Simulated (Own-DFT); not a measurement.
# Cleaving wurtzite AlN, m plane (10-10)

Source: density functional calculations with Own-DFT, an unreviewed in-house program that is no longer used. Nothing was measured or relaxed, and spin and spin-orbit coupling are left out.

Limits (not all hold for every row): some atoms lie very close together; forces not confirmed at this smearing and k mesh; k mesh not checked against a denser one.

Both sets of runs: PBE; PseudoDojo norm-conserving scalar-relativistic files; cutoff 42 hartree; Gaussian smearing of 0.01 eV. The slab has 128 atoms in 16 layers, two equal faces of 62.02 Å² as cut, 15 Å of vacuum, a dipole correction along the normal and a 6 x 3 x 1 mesh. The bulk cell has 128 atoms, the same measured lattice constants and a 3 x 3 x 3 mesh. All atoms were moved at random; u is the rms move along one axis. Energies are counted from -174.06 eV for each atom.

| slab run | u (Å) | E (eV, cell) |
|---|---|---|
| 1 | 0.0187 | 20.124 |
| 2 | 0.0193 | 20.452 |
| 3 | 0.0202 | 20.571 |
| 4 | 0.0204 | 20.250 |
| 5 | 0.0500 | 29.266 |
| 6 | 0.0501 | 28.399 |
| 7 | 0.0516 | 30.057 |
| 8 | 0.0522 | 30.383 |
| 9 | 0.0544 | 31.044 |
| 10 | 0.0977 | 54.573 |
| 11 | 0.0982 | 56.964 |
| 12 | 0.0998 | 58.572 |

```
bulk run,u (Å),E (meV/atom)
1,0.0186,-3.60
2,0.0197,-1.63
3,0.0198,-1.45
4,0.0198,-1.91
5,0.0204,-1.47
6,0.0991,326.45
7,0.0999,326.57
8,0.1024,335.24
9,0.1030,318.25
10,0.1032,365.50
```

The question: what is the energy of the unrelaxed surface?

## Answer

Take each set to u = 0 with E = a + b u². Rows are weighted down as u grows, with residuals divided by u² + 0.0006 Å². Slab: a = 18.82 ± 0.09 eV. Bulk: a = -15.1 ± 0.6 meV/atom. The excess is 18.82 - 128 x (-0.0151) = 20.76 ± 0.12 eV. Over two faces that is 167 meV/Å², or 2.68 ± 0.02 J/m². Relaxing the faces would lower the energy, and the unlike meshes and the reach from the smallest u down to zero add errors that aren't counted here.
